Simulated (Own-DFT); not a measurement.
# Device materials side by side: how hard are they to compress?

No measurement is shown. These are fixed-geometry runs of a retired plane-wave code named Own-DFT, which no person has reviewed; spin and spin-orbit coupling are neglected.

Keep in mind (not all hold for every row): forces on such cells moved up to 12 meV/angstrom on a denser k mesh; forces not confirmed at this smearing and k mesh; k mesh not checked against a denser one; forces on such cells passed a denser k mesh, each cell not checked; stress not checked against mesh or cutoff.

All runs are PBE with PseudoDojo norm-conserving files; cutoff and k mesh are each material's own. Every cell starts from measured lattice constants and was given uniform random strains and small random moves of its atoms. Each triple is the change of volume in per cent, the rms move u in Å and the pressure in GPa.

- 4H SiC (C36Si36), 10.36 Å³/atom unstrained: (-2.38, 0.050, 11.39); (-2.19, 0.049, 10.37); (-2.01, 0.050, 10.80); (-0.67, 0.051, 7.25); (-0.37, 0.049, 6.28); (1.36, 0.047, 2.35); (3.28, 0.050, -1.82)
- wurtzite AlN (Al64N64), 10.45 Å³/atom unstrained: (-3.32, 0.048, 13.25); (-2.96, 0.050, 12.69); (-1.46, 0.047, 8.76); (-1.38, 0.052, 9.16); (0.58, 0.047, 4.46); (1.54, 0.048, 2.97); (1.72, 0.049, 1.98)
- wurtzite GaN (Ga48N48), 11.42 Å³/atom unstrained: (-1.77, 0.045, 10.48); (-0.99, 0.049, 9.08); (-0.60, 0.053, 8.35); (-0.26, 0.053, 8.56); (-0.13, 0.051, 7.79); (1.42, 0.046, 4.48); (2.07, 0.051, 3.40)
- diamond silicon (Si64), 20.02 Å³/atom unstrained: (-3.58, 0.050, 6.47); (-2.88, 0.052, 5.78); (-0.27, 0.045, 3.05); (-0.11, 0.046, 2.73); (1.69, 0.050, 1.02); (1.85, 0.051, 1.07); (3.76, 0.047, -0.79)
- zincblende GaAs (As32Ga32), 22.58 Å³/atom unstrained: (-2.30, 0.046, 5.84); (-2.05, 0.050, 5.81); (-1.57, 0.046, 5.31); (-1.00, 0.051, 5.00); (-0.47, 0.049, 4.60); (1.82, 0.048, 2.85); (1.88, 0.047, 2.58)
- zincblende InP (In32P32), 25.27 Å³/atom unstrained: withheld
- grey tin (Sn64), 34.15 Å³/atom unstrained: (-1.96, 0.049, 4.84); (-1.52, 0.049, 4.61); (-0.81, 0.048, 4.19); (-0.56, 0.051, 4.07); (0.18, 0.046, 3.68); (1.49, 0.050, 2.95); (1.80, 0.050, 2.95)

## Fit

Fit a line to each set against the fractional change of volume; B is minus its slope, and u is nearly the same within a set. To take it to zero pressure, assume that B rises by 4 GPa for each GPa: B0 = B - 4 x (mean pressure). The bond length of an ideal tetrahedral crystal with the unstrained volume v is d = (√3/4)(8 v)^(1/3). Cohen's empirical rule reads B0 = (1971 - 220 L) d^(-3.5) GPa, with L = 0 for group IV crystals and SiC and 1 for III-V compounds.

| material | L | d (Å) | B (GPa) | mean P (GPa) | B0 (GPa) | rule (GPa) |
|---|---|---|---|---|---|---|
| 4H SiC (C36Si36) | 0 | 1.888 | 234 ± 6 | 6.7 | 207 ± 6 | 213 |
| wurtzite AlN (Al64N64) | 1 | 1.893 | 221 ± 6 | 7.6 | 190 ± 6 | 188 |
| wurtzite GaN (Ga48N48) | 1 | 1.950 | 189 ± 11 | 7.4 | 159 ± 11 | 169 |
| diamond silicon (Si64) | 0 | 2.352 | 100 ± 2 | 2.8 | 89 ± 2 | 99 |
| zincblende GaAs (As32Ga32) | 1 | 2.448 | 77 ± 2 | 4.6 | 59 ± 2 | 76 |
| zincblende InP (In32P32) | 1 | 2.541 | ? | ? | ? | 67 |
| grey tin (Sn64) | 0 | 2.810 | 52 ± 2 | 3.9 | 36 ± 2 | 53 |

A line through ln[B0/(1971 - 220 L)] against ln d has a slope of -4.4 ± 0.1 and a scatter of 5 %. Against the rule, B0 stands at 97 % for 4H SiC, 101 % for wurtzite AlN, 94 % for wurtzite GaN, 90 % for diamond silicon, 77 % for zincblende GaAs, 69 % for grey tin. PBE tends to make silicon and heavier crystals too soft, and the rule itself is only a guide.

## The run left out

Q: what B0 does the fitted trend give for zincblende InP (In32P32)?

Estimate: 52 GPa. Its own runs give B = 69 ± 2 GPa at a mean pressure of 3.4 GPa, so B0 = 55 GPa.
